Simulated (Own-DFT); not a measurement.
## Calculated data, SiC (2H silicon carbide, strained, atoms displaced)

A calculation, not a measurement: plane-wave PBE density functional theory by an unreviewed code, no spin, of a simulated periodic cell, stress positive in tension, free energy of the whole cell less one offset for each atom, forces on such cells passed a denser k mesh, this cell's mesh not checked; offsets are fitted by least squares, one for each functional and potential file, so energies compare only between cells with the same atoms and settings and are not formation energies; the far tail of each file's local potential was reset to the Coulomb form; each entry is a single point on an unrelaxed cell, so the pressure reflects the starting lattice, mostly measured values (interpolated for alloys), from which strain is counted, and rises with the displacements; printed positions are rounded, which can move forces by about a meV/angstrom; the program, named Own-DFT, is a retired in-house code; no spin-orbit coupling. Program: Own-DFT development build.

Common to all runs: functional PBE; potential files PseudoDojo norm-conserving, scalar-relativistic, standard set; wave cutoff 42 hartree; occupations Fermi-Dirac; smearing width 0.1 eV; hardware one NVIDIA H100; k mesh 5 x 5 x 3 centred on Gamma.

(1) SiC (2H silicon carbide, strained, atoms displaced)

```
cell vectors (Å)
   6.0474    -0.0335    -0.0820
  -3.0527     5.3865     0.1314
  -0.1340     0.1705    10.2675
atoms (fractions of the cell vectors)
Si  0.99315  0.99622  0.99787
Si  0.16653  0.34232  0.24742
C   0.00067  0.00294  0.18645
C   0.15435  0.33087  0.44004
Si  0.99742  0.99872  0.50373
Si  0.16839  0.32577  0.74894
C   0.00857  0.99955  0.68877
C   0.16840  0.32162  0.93620
Si  0.99074  0.49540  0.00307
Si  0.14048  0.82385  0.24766
C   0.01044  0.50047  0.19205
C   0.16423  0.81941  0.44653
Si  0.00442  0.50534  0.50060
Si  0.16519  0.83341  0.75533
C   0.98575  0.49469  0.69242
C   0.15974  0.81394  0.93829
Si  0.51206  0.00288  0.99795
Si  0.65555  0.32366  0.24663
C   0.50012  0.99539  0.19103
C   0.66771  0.34123  0.43782
Si  0.50710  0.01426  0.50068
Si  0.67240  0.33281  0.74571
C   0.49617  0.99935  0.69340
C   0.65914  0.32646  0.93727
Si  0.48831  0.48664  0.00057
Si  0.68625  0.84166  0.25286
C   0.50233  0.50198  0.20122
C   0.65998  0.83463  0.43808
Si  0.50086  0.50105  0.49954
Si  0.67826  0.83020  0.74987
C   0.48921  0.49927  0.69367
C   0.65505  0.83140  0.93684
```

It finds free energy of cell above offsets -2.834 eV; pressure 3.92 GPa; stress xx -13.72 GPa; stress yy -3.82 GPa; stress zz 5.78 GPa; stress yz 6.77 GPa; stress xz -3.46 GPa; stress xy -2.18 GPa; wall time 117.2 s.

Force:
```csv
element,x (eV/Å),y (eV/Å),z (eV/Å)
Si,0.896,-0.968,0.103
Si,1.672,-1.687,2.171
C,-0.053,1.325,-0.79
C,1.194,-0.19,-0.43
Si,0.415,-0.4,-0.487
Si,-1.819,0.243,0.757
C,-0.887,0.32,-0.133
C,-1.864,0.172,0.235
Si,1.195,-0.784,-0.277
Si,3.74,0.439,1.513
C,-3.399,0.371,-1.691
C,-1.104,3.009,-1.864
Si,-0.489,-1.788,1.26
Si,0.968,-1.355,-0.28
C,2.853,1.343,-1.248
C,-0.554,2.046,0.546
Si,-2.076,-1.022,1.141
Si,1.382,-0.123,1.335
C,-0.635,-0.046,-0.746
C,0.065,-0.307,-0.324
Si,-0.182,-1.343,0.551
Si,-2.442,-1.217,1.563
C,1.118,0.176,-1.048
C,0.177,0.723,-0.043
Si,0.921,1.356,0.721
Si,-2.818,-1.084,0.574
C,-0.088,0.655,-2.61
C,0.852,0.396,0.448
Si,-0.95,0.014,0.419
Si,-2.081,0.055,0.355
C,2.153,0.667,-1.65
C,1.84,-0.994,-0.072
```

(2) SiC (2H silicon carbide, strained, atoms displaced)

```
cell vectors (Å)
   6.2580    -0.0770     0.0289
  -3.1957     5.3510    -0.1107
   0.0473    -0.1815     9.9424
atoms (fractions of the cell vectors)
Si  0.99669  0.00460  0.00468
Si  0.17884  0.34571  0.24319
C   0.99319  0.98752  0.18655
C   0.16726  0.33777  0.43551
Si  0.01245  0.00157  0.49655
Si  0.15986  0.33941  0.74098
C   0.99227  0.98719  0.68557
C   0.17048  0.35510  0.93726
Si  0.99477  0.49747  0.99968
Si  0.18072  0.83138  0.24751
C   0.00384  0.50135  0.18871
C   0.18237  0.84343  0.44111
Si  0.99266  0.50299  0.49856
Si  0.16500  0.82362  0.75649
C   0.00581  0.51746  0.69563
C   0.16307  0.82298  0.94776
Si  0.51241  0.01000  0.00023
Si  0.67423  0.33628  0.24973
C   0.48298  0.98332  0.18385
C   0.67407  0.32450  0.43953
Si  0.50083  0.00007  0.49820
Si  0.66809  0.32505  0.74934
C   0.50165  0.99353  0.69615
C   0.66472  0.32586  0.93763
Si  0.50340  0.49881  0.98935
Si  0.67126  0.84317  0.25066
C   0.50172  0.49573  0.18077
C   0.66825  0.83334  0.43498
Si  0.49776  0.50067  0.49279
Si  0.66046  0.83356  0.74896
C   0.49782  0.51104  0.70176
C   0.67664  0.84336  0.93678
```

The calculation gives: free energy of cell above offsets -2.490 eV; pressure 5.71 GPa; stress xx 0.92 GPa; stress yy -7.43 GPa; stress zz -10.63 GPa; stress yz -5.45 GPa; stress xz 1.73 GPa; stress xy -7.22 GPa; wall time 119.4 s.

Force:
```csv
element,x (eV/Å),y (eV/Å),z (eV/Å)
Si,1.35,0.383,-1.593
Si,-0.458,-1.715,0.358
C,0.736,1.472,1.386
C,-0.178,-0.165,0.147
Si,-1.238,0.119,0.296
Si,0.563,-0.999,1.736
C,0.49,1.151,0.194
C,0.601,-2.316,-0.411
Si,0.378,0.416,0.382
Si,-3.285,-0.066,0.796
C,0.048,-0.998,0.092
C,-1.296,-1.331,-1.284
Si,2.192,0.826,0.973
Si,-0.879,3.593,1.063
C,-0.217,-3.951,-2.776
C,-0.487,2.091,-1.27
Si,-0.85,-2.282,-0.426
Si,-0.867,-0.635,-0.663
C,3.167,2.68,0.681
C,-2.168,0.913,-0.449
Si,1.566,-0.408,1.596
Si,-1.163,1.462,0.423
C,-0.894,0.242,-2.008
C,-0.252,0.949,-0.138
Si,-0.46,0.849,0.863
Si,-0.123,-1.339,-1.24
C,0.744,0.616,0.853
C,0.31,0.218,0.705
Si,0.61,0.21,1.72
Si,1.427,1.337,0.791
C,1.169,-2.823,-3.094
C,-0.536,-0.499,0.296
```

(3) SiC (2H silicon carbide, strained, atoms displaced)

```
cell vectors (Å)
   6.2539    -0.0237    -0.0627
  -3.1475     5.2977     0.0555
  -0.1024     0.0456    10.2010
atoms (fractions of the cell vectors)
Si  0.00076  0.00449  0.99847
Si  0.16365  0.34532  0.25174
C   0.99646  0.99591  0.18376
C   0.18386  0.34569  0.43224
Si  0.00271  0.00009  0.49932
Si  0.17760  0.36226  0.74090
C   0.99111  0.99384  0.68660
C   0.17350  0.33750  0.94109
Si  0.98654  0.49454  0.00534
Si  0.16090  0.83812  0.24737
C   0.01297  0.50883  0.18650
C   0.17796  0.83893  0.43622
Si  0.99077  0.49895  0.49505
Si  0.16534  0.83308  0.75003
C   0.99850  0.49038  0.68758
C   0.17839  0.82169  0.94411
Si  0.50938  0.01476  0.99485
Si  0.66099  0.33387  0.25217
C   0.49269  0.00039  0.18669
C   0.66023  0.31432  0.43352
Si  0.49292  0.98603  0.49971
Si  0.67692  0.34927  0.75956
C   0.50805  0.99401  0.68969
C   0.67365  0.34764  0.93751
Si  0.50396  0.51258  0.00092
Si  0.68167  0.82633  0.25022
C   0.50268  0.49611  0.19842
C   0.66294  0.81724  0.43272
Si  0.50469  0.49982  0.49916
Si  0.67026  0.83282  0.75168
C   0.50576  0.49313  0.69581
C   0.66362  0.83152  0.94276
```

The calculation gives: free energy of cell above offsets -2.762 eV; pressure 1.49 GPa; stress xx 1.16 GPa; stress yy -6.95 GPa; stress zz 1.33 GPa; stress yz 2.5 GPa; stress xz -4.89 GPa; stress xy -1.89 GPa; wall time 119.4 s.

Force:
```csv
element,x (eV/Å),y (eV/Å),z (eV/Å)
Si,1.17,-0.659,-0.143
Si,1.791,-1.209,-0.715
C,0.019,1.345,0.63
C,-1.938,-1.18,1.73
Si,-0.104,0.093,-0.273
Si,1.719,-3.796,2.576
C,1.123,1.271,0.083
C,-1.081,0.243,-0.945
Si,2.784,0.69,-0.394
Si,1.61,0.368,0.011
C,-2.277,-0.737,0.764
C,-2.129,-0.947,-0.135
Si,1.24,-0.372,0.367
Si,0.685,0.22,0.448
C,-2.082,2.113,-1.148
C,-2.298,1.469,-1.66
Si,-0.061,-1.556,1.839
Si,1.512,-1.184,-0.696
C,1.4,0.201,-0.184
C,-0.239,1.441,1.292
Si,1.661,0.509,0.425
Si,0.887,-2.298,-1.932
C,-1.498,0.729,0.001
C,-0.853,-0.261,0.713
Si,-0.14,-1.785,1.47
Si,-2.818,0.859,-0.357
C,-0.95,0.241,-2.387
C,0.431,2.163,1.034
Si,0.89,-1.201,0.525
Si,-0.088,0.039,0.447
C,-0.813,1.148,-2.028
C,0.447,2.045,-1.356
```

(4) SiC (2H silicon carbide, strained, atoms displaced)

```
cell vectors (Å)
   6.0819     0.0374     0.0696
  -3.0086     5.3289     0.0425
   0.1137     0.1458    10.0311
atoms (fractions of the cell vectors)
Si  0.00958  0.00476  0.00057
Si  0.15892  0.33136  0.25221
C   0.00227  0.00281  0.19157
C   0.16252  0.32984  0.44260
Si  0.99754  0.99594  0.49825
Si  0.17130  0.32861  0.75017
C   0.99407  0.99211  0.69860
C   0.17122  0.33081  0.93315
Si  0.00169  0.50209  0.00942
Si  0.18031  0.84580  0.25003
C   0.00860  0.50564  0.18556
C   0.17744  0.84584  0.43385
Si  0.98326  0.50075  0.50890
Si  0.17363  0.84478  0.75023
C   0.99865  0.49274  0.67875
C   0.16462  0.82621  0.93524
Si  0.49117  0.00003  0.00998
Si  0.66719  0.33496  0.25073
C   0.49757  0.99343  0.19413
C   0.67652  0.34102  0.43590
Si  0.49530  0.00284  0.49960
Si  0.66697  0.32319  0.74688
C   0.49325  0.99843  0.68397
C   0.68151  0.35251  0.93232
Si  0.48618  0.48297  0.99957
Si  0.67787  0.83438  0.25742
C   0.50750  0.49030  0.18696
C   0.66806  0.83972  0.42756
Si  0.50388  0.51497  0.50226
Si  0.67584  0.83438  0.74491
C   0.50950  0.51116  0.69162
C   0.66558  0.82956  0.93172
```

The calculation gives: free energy of cell above offsets -2.271 eV; pressure 9.05 GPa; stress xx -11.49 GPa; stress yy -1.87 GPa; stress zz -13.77 GPa; stress yz 4.85 GPa; stress xz 2.98 GPa; stress xy 0.86 GPa; wall time 122.4 s.

Force:
```csv
element,x (eV/Å),y (eV/Å),z (eV/Å)
Si,-1.716,-1.479,-0.537
Si,1.593,0.378,0.562
C,0.442,0.358,-0.929
C,-0.271,1.058,-0.225
Si,-0.007,0.818,0.628
Si,-0.872,0.762,-0.73
C,1.384,1.9,-3.11
C,-1.076,0.013,1.266
Si,0.108,-0.381,-3.346
Si,-1.551,-1.741,0.426
C,-0.605,0.272,1.944
C,-0.763,-1.543,1.104
Si,2.509,0.477,-4.064
Si,0.014,-2.795,0.326
C,0.32,0.886,4.301
C,0.494,0.975,1.283
Si,1.891,0.011,-2.801
Si,1.187,-0.599,0.123
C,1.705,1.467,-0.548
C,-1.606,-0.282,0.535
Si,0.576,0.661,-0.717
Si,-0.152,1.265,0.504
C,1.355,0.315,0.018
C,0.012,-2.405,1.342
Si,1.23,2.698,-0.452
Si,-0.961,-1.258,-4.318
C,-2.208,1.188,0.219
C,0.121,0.027,4.77
Si,-0.159,-1.662,-0.563
Si,-2.592,-0.579,2.289
C,0.095,-1.32,-1.382
C,-0.499,0.516,2.083
```
